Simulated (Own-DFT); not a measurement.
# Strain and stress in 2H SiC, 72 atoms (C36Si36)

All numbers below are calculated, not measured. They come from Own-DFT, an in-house plane-wave density functional program, since retired, whose code no person has reviewed. Each row is one single-point run on a periodic cell that was not relaxed, without spin or spin-orbit coupling.

Settings of every run: PBE; PseudoDojo norm-conserving scalar-relativistic files; cutoff 42 hartree; 4 x 4 x 3 k mesh centred on Gamma; Fermi-Dirac smearing of 0.1 eV.

Known limits: forces on such cells passed a denser k mesh, each cell not checked; stress not checked against mesh or cutoff.

Unstrained cell vectors in Å: (9.248, 0.000, 0.000); (-4.624, 8.009, 0.000); (0.000, 0.000, 10.068). The unstrained cell has measured lattice constants (interpolated for alloys), not those of this functional. That, the random moves and any unrelaxed bonds set the pressure at no strain. Each run strains this cell uniformly, with the atoms carried along. Every atom was also moved at random, by a Gaussian of width 0.05 Å on each axis. Strain is the symmetric tensor, in per cent. Stress is positive in tension, and the pressure is minus a third of its trace.

```
run,e_xx (%),e_yy (%),e_zz (%),e_yz (%),e_xz (%),e_xy (%),s_xx (GPa),s_yy (GPa),s_zz (GPa),s_yz (GPa),s_xz (GPa),s_xy (GPa),P (GPa),E (meV/atom)
1,0.92,0.59,1.52,-1.32,1.30,-1.16,-0.20,-0.90,3.07,-3.16,4.96,-6.16,-0.66,20.2
2,1.09,-0.17,-1.17,-0.27,0.62,-1.85,1.39,-5.59,-17.14,-0.96,2.61,-9.46,7.11,40.5
3,-0.11,0.94,-0.77,-0.82,1.83,-1.06,-5.31,0.25,-9.94,-3.19,5.42,-5.90,5.00,3.1
4,1.72,1.71,-1.21,1.81,-0.42,-0.94,5.65,6.58,-14.53,5.25,-1.39,-3.77,0.77,22.8
5,0.63,-0.54,-0.96,0.07,1.67,-0.62,-1.78,-8.39,-13.85,0.57,5.32,-3.27,8.01,22.2
6,0.14,1.69,-1.80,-0.53,0.83,1.62,-4.33,2.85,-18.13,-2.08,2.59,7.41,6.54,49.0
7,-1.58,-1.54,-1.67,0.07,-0.32,-0.15,-16.83,-14.76,-20.87,0.51,0.29,-1.80,17.48,41.5
8,1.21,-1.34,1.22,-1.95,1.85,-0.94,1.72,-10.33,0.03,-6.48,5.78,-3.38,2.86,13.0
9,0.79,-1.33,-0.61,-0.55,1.21,1.84,-1.23,-12.94,-11.84,-2.24,4.10,8.86,8.67,30.9
10,0.09,-1.45,1.86,-0.88,1.41,0.76,-4.86,-14.80,3.60,-1.77,5.00,3.77,5.35,46.0
11,-0.94,0.76,0.75,-1.33,-0.28,-0.96,-8.92,-1.82,-2.02,-4.54,0.46,-4.04,4.25,13.8
12,0.36,0.03,1.69,-0.77,1.42,1.99,-0.21,-4.36,2.33,-1.46,4.16,7.52,0.75,8.0
13,-1.12,1.31,0.84,1.85,1.30,0.92,-8.41,0.15,-1.88,6.39,4.15,5.80,3.38,24.7
14,0.70,1.06,-0.81,0.10,-0.54,-1.42,-0.37,2.19,-13.95,0.88,-2.05,-5.13,4.04,35.2
15,-0.61,1.96,0.76,0.92,0.96,1.70,-4.91,4.42,-1.20,3.13,2.89,7.48,0.56,0.0
16,0.05,0.48,1.47,0.00,-1.18,1.09,-2.72,-1.15,0.43,-0.29,-3.92,5.32,1.15,16.1
17,-0.27,1.00,-0.66,-1.82,-0.21,-0.44,?,?,?,?,?,?,?,?
```

E is the free energy for each atom above the lowest run shown.

## Worked fit

Each stress component was fitted by least squares to a constant and the strains of the runs shown, as fractions, with shears doubled. Shear strains stay in the fit of a normal stress only where such slopes are resolved. The slopes, in GPa:

```
stress,at no strain,per e_xx,per e_yy,per e_zz,scatter
s_xx,-4.7,560 ± 28,93 ± 21,68 ± 19,0.97
s_yy,-5.4,113 ± 29,560 ± 22,10 ± 20,1.00
s_zz,-7.9,9 ± 34,70 ± 26,654 ± 24,1.21
```

Each shear stress against twice its own strain: yz 167 ± 9, xz 152 ± 8, xy 226 ± 12 GPa. These are stiffnesses along x, y and z of the frame in which the cell vectors are given, which need not be the crystal's axes. The atoms are held to the strained lattice; where symmetry lets them move under strain, relaxing them would lower some slopes. The table should be nearly symmetric about its diagonal, and what it lacks of that shows the noise. A ninth of its sum, 237 ± 6 GPa, estimates the bulk modulus near the mean pressure of these runs, 4.7 GPa, so it lies above the value at zero pressure.

## Withheld run

Question: what normal stresses and pressure should run 17 give?

The fit gives s_xx = -5.7, s_yy = -0.1, s_zz = -11.5 and P = 5.8 GPa. The calculation gave -5.39, 1.73, -11.42 and P = 5.03 GPa.
